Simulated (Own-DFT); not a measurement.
# Computed records: SiC (2H silicon carbide, strained, atoms displaced)

A calculation, not a measurement: plane-wave PBE density functional theory by an unreviewed code, no spin, of a simulated periodic cell, stress positive in tension, free energy of the whole cell less one offset for each atom, forces on such cells passed a denser k mesh, this cell's mesh not checked; offsets are fitted by least squares, one for each functional and potential file, so energies compare only between cells with the same atoms and settings and are not formation energies; the far tail of each file's local potential was reset to the Coulomb form; each entry is a single point on an unrelaxed cell, so the pressure reflects the starting lattice, mostly measured values (interpolated for alloys), from which strain is counted, and rises with the displacements; printed positions are rounded, which can move forces by about a meV/angstrom; the program, named Own-DFT, is a retired in-house code; no spin-orbit coupling. Program: Own-DFT development build.

Common to all runs: functional PBE; potential files PseudoDojo norm-conserving, scalar-relativistic, standard set; wave cutoff 42 hartree; occupations Fermi-Dirac; smearing width 0.1 eV; hardware one NVIDIA H100; k mesh 5 x 5 x 3 centred on Gamma.

(1) 
```xyz
32
Lattice="6.0622 -0.0667 0.0680 -3.0889 5.4280 0.0225 0.1110 0.1065 9.9299" Properties=species:S:1:pos:R:3:force_x:R:1:force_y:R:1:force_z:R:1 formula=SiC free_energy_of_cell_above_offsets=-1.796 pressure=10.75 stress_xx=-16.75 stress_yy=-0.6 stress_zz=-14.89 stress_yz=3.62 stress_xz=3.89 stress_xy=-7.77 wall_time=118.1
Si     6.0494    -0.0538     0.1160      2.135      0.247     -3.576
Si    -0.0015     1.8191     2.5004     -0.129     -0.409      0.506
C      6.0431    -0.0334     1.8324      2.055      0.184      4.244
C      0.0804     1.8893     4.4146     -2.012     -1.965     -1.077
Si     3.0240     5.3787     5.0356      0.849      1.063      0.879
Si     0.1165     1.8484     7.4218     -2.414      0.376      2.036
C      6.1131     0.0150     6.9988      0.547     -0.463     -2.341
C      0.0689     1.9529     9.4253      1.755     -1.777     -2.361
Si    -1.4086     2.8041     9.9412      0.178     -0.486      1.003
Si    -1.5061     4.5643     2.5145     -0.162      0.048     -0.549
C      4.5382     2.6608     1.9481      3.087      2.617     -0.421
C     -1.4788     4.5339     4.3955     -0.745      0.172     -0.442
Si     4.5424     2.6571     5.0414      0.687      0.746     -0.578
Si    -1.5192     4.5871     7.4441      1.315     -0.232      0.559
C      4.5615     2.7288     6.8707      2.295      0.813       0.12
C     -1.3878     4.4298     9.3215     -0.717      4.777     -0.007
Si     0.0753     5.4633     9.9545      0.154      0.992     -0.568
Si     3.1546     1.8148     2.4257     -4.487     -0.839      2.541
C      3.1410     0.0731     1.8869     -1.138     -1.859      -0.25
C      3.0258     1.8471     4.3681      0.943      -1.06     -0.623
Si     3.1157     0.0392     4.9524     -0.538      0.459      0.945
Si     3.1146     1.9465     7.4786     -0.434       -2.9      1.747
C      3.1216     0.0822     6.8735     -0.102     -0.258     -0.281
C      3.1872     1.9562     9.4104     -2.929     -2.232     -1.268
Si     1.4676     2.7166     0.1049      1.141      0.146      -1.32
Si     1.5273     4.5233     2.5130     -0.998     -1.397      0.454
C      1.4854     2.6454     1.9189      1.513      1.668      0.597
C      1.5210     4.5757     4.3901      0.213     -1.465      0.157
Si     1.5464     2.6698     5.0438      0.685      2.137     -2.046
Si     1.5385     4.4850     7.4801     -0.755      1.343      0.875
C      1.5796     2.7020     6.8272      0.248      1.378      1.372
C      1.6672     4.6365     9.3735     -2.239     -1.818     -0.328
```

Units: free_energy_of_cell_above_offsets in eV; pressure, stress_xx, stress_yy, stress_zz, stress_yz, stress_xz, stress_xy in GPa; wall_time in s; force_x, force_y, force_z in eV/Å.

(2) 
```xyz
32
Lattice="6.1524 0.1201 -0.0159 -2.9722 5.2371 0.0185 -0.0260 0.0198 10.0825" Properties=species:S:1:pos:R:3:force_x:R:1:force_y:R:1:force_z:R:1 formula=SiC free_energy_of_cell_above_offsets=-2.599 pressure=7.31 stress_xx=-6.53 stress_yy=-9.04 stress_zz=-6.38 stress_yz=-0.08 stress_xz=-0.42 stress_xy=9.7 wall_time=127.6
Si     3.1659     5.3554    10.0670     -1.518      0.947      0.319
Si     0.0309     1.7825     2.4237     -0.534      0.559      2.817
C     -0.0114     0.0806     1.8782     -0.485     -2.376     -0.638
C      0.0965     1.8266     4.3806     -1.204     -1.266     -0.565
Si     3.1410     5.3296     4.9466      2.364      1.731      0.548
Si     0.0171     1.7982     7.5626     -0.119      0.161     -1.681
C      0.0075     0.0211     6.8306     -1.282      0.687      1.272
C     -0.0298     1.8147     9.4100       1.31     -0.965      1.187
Si    -1.4350     2.6190     0.0532     -2.462      0.741     -1.344
Si    -1.4798     4.3393     2.5245      0.623      2.356     -0.762
C      4.5974     2.7787     1.9016      0.957     -1.384     -1.306
C     -1.4733     4.3804     4.3148      1.087      -0.29      3.008
Si    -1.4517     2.5776     5.1006     -0.789       1.15     -1.809
Si    -1.4596     4.4761     7.5247      -0.74     -1.813      1.005
C      4.5942     2.7791     6.9261       0.73     -0.206      0.845
C     -1.5459     4.4115     9.4837      2.655     -0.459     -1.331
Si     3.1195     0.0965    10.0268     -2.797     -0.723       0.49
Si     3.1252     1.8263     2.4483      0.249     -2.189      2.004
C      0.1000     5.2191     1.8012     -0.435      1.065       1.45
C      3.1334     1.8032     4.4235      0.544      0.329     -0.852
Si     3.1098     0.0950     5.1453     -1.081     -0.634     -4.308
Si     3.0156     1.8532     7.5730      1.953      0.415     -0.122
C      3.0535     0.0939     6.9058     -0.378      0.163          2
C      3.0198     1.8163     9.4544      1.397      0.988     -0.017
Si     1.5641     2.6740     0.0398     -0.164     -0.543     -0.312
Si     1.6023     4.3932     2.4701      0.577      2.257      1.482
C      1.5893     2.6580     1.9836     -0.357     -0.094       -2.5
C      1.6809     4.4647     4.4590     -2.206     -0.223     -1.797
Si     1.5894     2.7073     4.9602      0.844     -0.752      0.676
Si     1.5761     4.4713     7.5151      1.894     -0.778      0.506
C      1.6201     2.6913     6.8358     -2.345      0.678      1.255
C      1.5646     4.4179     9.4795       1.71      0.468     -1.519
```

Units: free_energy_of_cell_above_offsets in eV; pressure, stress_xx, stress_yy, stress_zz, stress_yz, stress_xz, stress_xy in GPa; wall_time in s; force_x, force_y, force_z in eV/Å.

(3) 
```xyz
32
Lattice="6.1200 0.0193 0.1104 -3.0433 5.2279 -0.0530 0.1803 0.0042 9.8864" Properties=species:S:1:pos:R:3:force_x:R:1:force_y:R:1:force_z:R:1 formula=SiC free_energy_of_cell_above_offsets=-0.894 pressure=17.13 stress_xx=-10.91 stress_yy=-22.48 stress_zz=-18 stress_yz=2.57 stress_xz=5.24 stress_xy=-1.31 wall_time=123.9
Si     0.2120     0.0462     9.8510     -1.674     -2.041       1.49
Si     0.0431     1.7985     2.4961     -0.215     -0.989     -0.792
C      0.0166     0.0554     1.8548      1.196     -0.394      0.086
C      0.1406     1.7039     4.3030     -1.716      2.247      1.123
Si     6.1682     0.0600     5.0309      1.021     -1.563      1.151
Si     0.1152     1.7161     7.3340      0.122      0.877      1.355
C      3.2257     5.1860     6.9336      -0.98      1.239     -2.803
C      0.1099     1.6553     9.2343      0.475      3.918      0.005
Si     4.5249     2.6009     0.1505      1.689       0.67      -2.47
Si    -1.4003     4.3776     2.4443     -3.745     -0.679      0.316
C     -1.4653     2.6536     1.8209      -0.98     -1.106       1.28
C     -1.3801     4.3142     4.3063     -1.372      3.329     -0.867
Si     4.5983     2.7375     4.9812      0.848     -4.939      1.616
Si    -1.3819     4.3293     7.3568     -1.612     -1.164       1.52
C      4.6718     2.6273     6.8935      0.166     -1.047     -0.954
C     -1.3910     4.4043     9.2027      0.975     -2.119      0.903
Si     0.1537     5.2023     9.7810      1.009     -0.844      1.826
Si     3.0742     1.6157     2.4307      0.418      4.959      2.176
C      0.0136     5.2072     1.9193      2.296     -1.391     -3.055
C      3.0800     1.7718     4.3476      1.561     -0.372     -0.297
Si     3.0496     0.0526     5.0177      2.181     -0.237      0.705
Si     3.1146     1.7299     7.5453      1.625      0.976     -1.194
C      0.0410     5.2276     6.9263      2.726      0.578     -2.862
C      3.2862     1.6976     9.3255      -1.78      1.271       1.79
Si     1.4902     2.6270     0.1093      0.016     -1.585     -1.349
Si     1.6075     4.4743     2.5629      0.106     -2.107     -2.478
C      1.5674     2.5959     1.9576       0.61       1.47     -0.844
C      1.6743     4.3627     4.3186     -1.589      1.733      2.424
Si     1.6202     2.6667     4.9085     -0.393     -1.063      1.805
Si     1.6606     4.4331     7.4571     -0.215      -2.19      0.587
C      1.7032     2.6071     6.8905     -2.032      1.278     -1.937
C      1.7523     4.3106     9.3368     -0.738      1.286     -0.255
```

Units: free_energy_of_cell_above_offsets in eV; pressure, stress_xx, stress_yy, stress_zz, stress_yz, stress_xz, stress_xy in GPa; wall_time in s; force_x, force_y, force_z in eV/Å.

(4) 
```xyz
32
Lattice="6.1284 -0.0958 -0.0160 -3.1471 5.3911 0.1051 -0.0261 0.1831 9.8690" Properties=species:S:1:pos:R:3:force_x:R:1:force_y:R:1:force_z:R:1 formula=SiC free_energy_of_cell_above_offsets=-2.256 pressure=11.15 stress_xx=-7.15 stress_yy=-7.08 stress_zz=-19.21 stress_yz=5.84 stress_xz=-1.7 stress_xy=-6.25 wall_time=121.7
Si    -3.0722     5.3236     0.1307     -1.626      1.381     -2.071
Si    -0.0667     1.7387     2.4701      1.044      2.831     -0.025
C      0.0237     0.0614     1.8326     -1.362     -1.168      0.838
C     -0.0631     1.8908     4.3165      0.982     -1.567      0.619
Si     2.9476     5.3548     5.0614      1.114      0.723     -1.526
Si    -0.0910     1.8887     7.3689      0.385      1.249      1.236
C     -0.0569     0.2096     6.7980       0.83     -2.718     -0.588
C     -0.0911     1.9656     9.1814      0.041     -0.805      2.753
Si     4.5048     2.7880     9.8967      0.588     -0.309     -0.728
Si    -1.6806     4.4813     2.5333      1.727      1.988      0.821
C     -1.5943     2.8105     1.9194      1.053     -2.414     -1.019
C     -1.5421     4.5357     4.4092     -1.702      0.377      0.303
Si    -1.5426     2.7456     4.9292     -0.949       0.73      1.332
Si    -1.6408     4.6006     7.4041      0.543      0.502      1.619
C      4.5401     2.6942     6.8811     -0.886      1.262     -1.909
C     -1.5507     4.6820     9.3854     -2.394     -1.476      -2.02
Si     2.9899     0.2226     9.8351        2.5      -3.42      0.736
Si     3.0783     1.8188     2.4499     -2.183     -1.571      0.635
C     -0.1001     5.3179     1.8924     -0.279      1.904      1.465
C      3.0342     1.7907     4.3643     -0.279      0.948     -0.788
Si     3.0669     0.0715     4.9613      0.418     -0.905     -0.968
Si     2.9509     1.9445     7.4219      0.922     -2.174      0.009
C      3.0786     0.0890     6.7823      -1.02      0.619      0.389
C      2.9380     1.8416     9.2787      0.499      4.132      -0.49
Si     1.4270     2.8265     9.8813     -0.349        0.3      0.178
Si     1.3769     4.4793     2.5824      1.123     -0.156     -1.761
C      1.5032     2.7477     1.9033     -0.502     -1.453      -0.13
C      1.4648     4.5079     4.3845     -0.552      0.092      1.325
Si     1.4884     2.7354     4.9964      0.032     -0.327     -1.455
Si     1.4284     4.6128     7.5000     -0.218     -1.238     -0.828
C      1.4403     2.7189     6.8119      0.119      2.133      0.302
C      1.4294     4.5961     9.2874      0.382      0.531      1.745
```

Units: free_energy_of_cell_above_offsets in eV; pressure, stress_xx, stress_yy, stress_zz, stress_yz, stress_xz, stress_xy in GPa; wall_time in s; force_x, force_y, force_z in eV/Å.

(5) 
```xyz
32
Lattice="6.1350 -0.1024 0.0734 -3.1562 5.3662 -0.0744 0.1199 -0.0712 10.1612" Properties=species:S:1:pos:R:3:force_x:R:1:force_y:R:1:force_z:R:1 formula=SiC free_energy_of_cell_above_offsets=-1.808 pressure=5.84 stress_xx=-8.05 stress_yy=-8.79 stress_zz=-0.69 stress_yz=-1.48 stress_xz=2.91 stress_xy=-8.16 wall_time=124.5
Si     0.1101     0.0078    10.0958     -1.008      -4.26      2.694
Si    -0.0159     1.7520     2.5356     -0.393       1.56     -0.756
C      6.1038    -0.0837     2.0383      1.754     -0.133     -1.527
C      0.0016     1.7967     4.3554      0.543     -0.491      3.347
Si     0.0995     0.0095     5.0852     -1.145     -0.038     -1.121
Si    -0.0398     1.7178     7.6490      1.245     -0.599     -0.573
C      3.0283     5.1336     6.9528       1.23        2.1      0.964
C     -0.0115     1.6575     9.6263      0.636      2.493     -3.062
Si    -1.4473     2.6757    10.1090     -1.717     -0.594      2.335
Si    -1.5706     4.4769     2.4838      -1.94     -1.309        1.2
C      4.5265     2.5971     2.0163      0.736     -0.482     -1.692
C     -1.5310     4.4326     4.4675     -1.745     -0.309     -0.934
Si     4.5363     2.5590     5.2154      2.982      0.687     -1.461
Si    -1.4936     4.4125     7.5955     -0.807      1.251       0.33
C      4.5697     2.5875     7.1223      1.807     -0.939     -1.391
C     -1.4622     4.4163     9.5312     -1.985      0.312      -1.92
Si     3.1325    -0.0736    10.1498      2.124      0.481      1.789
Si     2.9502     1.7128     2.4913      3.229     -1.421      1.458
C     -0.0833     5.1927     1.8846      1.426      2.619     -1.009
C      3.2103     1.6802     4.4630      -3.72     -0.675     -0.138
Si    -0.0683     5.2532     5.0535      1.736      1.119     -0.222
Si     3.0870     1.6547     7.5395      0.095      0.797      3.326
C      3.1707    -0.0344     7.0272      0.028     -2.526     -0.672
C      3.1667     1.6966     9.5377     -1.318     -0.226     -0.757
Si     1.5202     2.5119    10.1120      2.416      1.946      0.918
Si     1.5141     4.4122     2.6132     -1.359     -1.056     -2.337
C      1.5879     2.6328     1.8639     -3.033      0.579     -0.194
C      1.4483     4.3154     4.3964      1.358      1.519      2.393
Si     1.5893     2.6431     5.1154     -0.578     -1.843     -1.148
Si     1.5412     4.3781     7.6180     -0.839     -1.166     -0.056
C      1.6120     2.5322     7.0115     -2.601      1.279     -0.217
C      1.4948     4.3683     9.4795      0.842     -0.676      0.435
```

Units: free_energy_of_cell_above_offsets in eV; pressure, stress_xx, stress_yy, stress_zz, stress_yz, stress_xz, stress_xy in GPa; wall_time in s; force_x, force_y, force_z in eV/Å.

(6) 
```xyz
32
Lattice="6.2395 0.0118 -0.1082 -3.1096 5.4014 0.0718 -0.1766 0.0334 9.9449" Properties=species:S:1:pos:R:3:force_x:R:1:force_y:R:1:force_z:R:1 formula=SiC free_energy_of_cell_above_offsets=-2.297 pressure=2.44 stress_xx=2.39 stress_yy=1.24 stress_zz=-10.94 stress_yz=0.73 stress_xz=-6.54 stress_xy=0.18 wall_time=121.3
Si    -0.1801     0.0485     9.9170      1.282      -1.04      1.827
Si    -0.0351     1.7357     2.5515      0.345      1.365     -0.365
C      6.1438     0.0481     1.8047      1.422     -1.993     -1.296
C     -0.0853     1.8594     4.4245      0.475       -0.9     -0.325
Si     6.1364     0.0326     4.8893      0.629      0.392     -0.974
Si    -0.1172     1.9112     7.4858     -0.871     -1.026     -0.506
C     -0.0841     0.0536     6.8730     -3.226      1.579     -0.548
C     -0.0886     1.7637     9.3771      -1.59      2.532     -1.221
Si    -1.7197     2.8558     9.9493      0.276     -2.828      0.881
Si    -1.5552     4.3600     2.4983     -0.466      4.843      1.147
C      4.6330     2.7090     1.8539      0.872     -1.677     -1.748
C     -1.6182     4.5738     4.3971     -0.086     -0.655      0.315
Si     4.5880     2.7364     4.8366      0.549      1.222      0.684
Si    -1.8309     4.5357     7.4300      4.498     -1.824      1.178
C      4.5054     2.7452     6.6938     -0.043     -0.278      1.648
C     -1.6135     4.5433     9.3197     -1.787      0.859      0.033
Si     2.9939     0.0803     9.8188      0.136     -0.562        2.2
Si     3.1285     1.8151     2.4498     -1.606     -0.982     -1.082
C     -0.0087     5.3866     1.9511     -0.212     -0.247     -1.605
C      3.0672     1.9082     4.2618     -0.757     -1.528       1.76
Si     3.0433     0.0524     4.9517      0.643     -0.347     -1.217
Si     2.9185     1.8311     7.3850      2.164     -0.906       0.87
C     -0.0850     5.3416     6.9207       -1.9       1.83     -0.895
C      2.9673     1.8521     9.3261     -0.012      1.296     -1.161
Si     1.5279     2.7428    -0.0097      1.365     -1.617       1.27
Si     1.5552     4.4353     2.4655     -0.604      1.853      0.208
C      1.5144     2.7067     1.8956      0.152      -1.18      -0.61
C      1.5339     4.5917     4.3072     -1.032     -1.472      1.896
Si     1.5069     2.6647     5.0246     -0.304      2.007     -3.787
Si     1.4366     4.5483     7.4505      1.155     -0.777      0.339
C      1.4455     2.7014     6.7689     -0.602      1.026      2.949
C      1.4614     4.5015     9.3787     -0.866      1.035     -1.865
```

Units: free_energy_of_cell_above_offsets in eV; pressure, stress_xx, stress_yy, stress_zz, stress_yz, stress_xz, stress_xy in GPa; wall_time in s; force_x, force_y, force_z in eV/Å.

(7) 
```xyz
32
Lattice="6.1040 -0.0003 -0.0107 -3.0523 5.4113 0.1037 -0.0176 0.1854 9.8926" Properties=species:S:1:pos:R:3:force_x:R:1:force_y:R:1:force_z:R:1 formula=SiC free_energy_of_cell_above_offsets=-1.480 pressure=9.25 stress_xx=-11.16 stress_yy=0.5 stress_zz=-17.08 stress_yz=6.48 stress_xz=-1.09 stress_xy=3.35 wall_time=122.2
Si     0.0581     0.2140     9.8809     -2.612     -0.774     -0.823
Si    -0.0201     1.9871     2.5234      1.958     -3.767      1.402
C     -0.0067     0.0912     1.7765     -0.026     -0.526       2.54
C     -0.0046     1.9417     4.4776     -1.377     -0.796     -1.965
Si     2.9832     5.4838     5.0538      0.907      1.211     -1.996
Si    -0.0223     1.8698     7.4467      0.297      1.743     -0.918
C     -0.0103     0.1723     6.7445     -0.753     -1.344      1.594
C     -0.0046     1.9153     9.2595     -0.093      1.992      1.168
Si     4.5570     2.7222     0.0529      0.348     -1.568     -0.615
Si    -1.4754     4.5077     2.4604     -4.205     -0.593      2.841
C      4.5893     2.6433     1.9555     -2.389      2.382     -1.527
C     -1.6075     4.6437     4.4269      1.155     -1.649     -0.209
Si     4.4789     2.7219     5.0603      1.006      2.161     -1.444
Si    -1.5511     4.5969     7.3831     -0.195      1.632      2.023
C      4.5252     2.8771     6.9111      0.204     -2.445     -0.766
C     -1.6336     4.6489     9.3279      2.055      0.067     -0.237
Si    -0.0599     5.3942     0.1488      0.577     -0.263     -2.315
Si     2.9553     1.8264     2.5116       2.34     -1.131      0.529
C     -0.1148     5.4262     1.9557      3.622      0.871      0.324
C      2.9202     1.8833     4.3865      2.424     -0.839     -0.733
Si     0.0446     5.5006     5.0392     -3.237      0.088      0.359
Si     2.9827     1.9118     7.4318      1.163      0.305      1.655
C      0.0413     5.5301     6.9695     -2.864      1.262     -2.353
C      2.9992     1.9632     9.3805       0.56     -0.225     -1.235
Si     1.5315     2.9340     9.9048     -0.967     -1.053     -0.307
Si     1.5236     4.5323     2.5418      0.443       0.86     -1.204
C      1.5749     2.7032     1.8893     -2.218      2.468     -0.226
C      1.4490     4.5951     4.3893      1.541     -0.209      0.074
Si     1.5299     2.8200     4.9972     -1.742      -0.02     -0.171
Si     1.4524     4.7148     7.4793      3.398     -3.017      0.569
C      1.5438     2.7593     6.7767     -1.465       1.91      2.195
C      1.4784     4.6576     9.2980      0.144      1.268      1.772
```

Units: free_energy_of_cell_above_offsets in eV; pressure, stress_xx, stress_yy, stress_zz, stress_yz, stress_xz, stress_xy in GPa; wall_time in s; force_x, force_y, force_z in eV/Å.
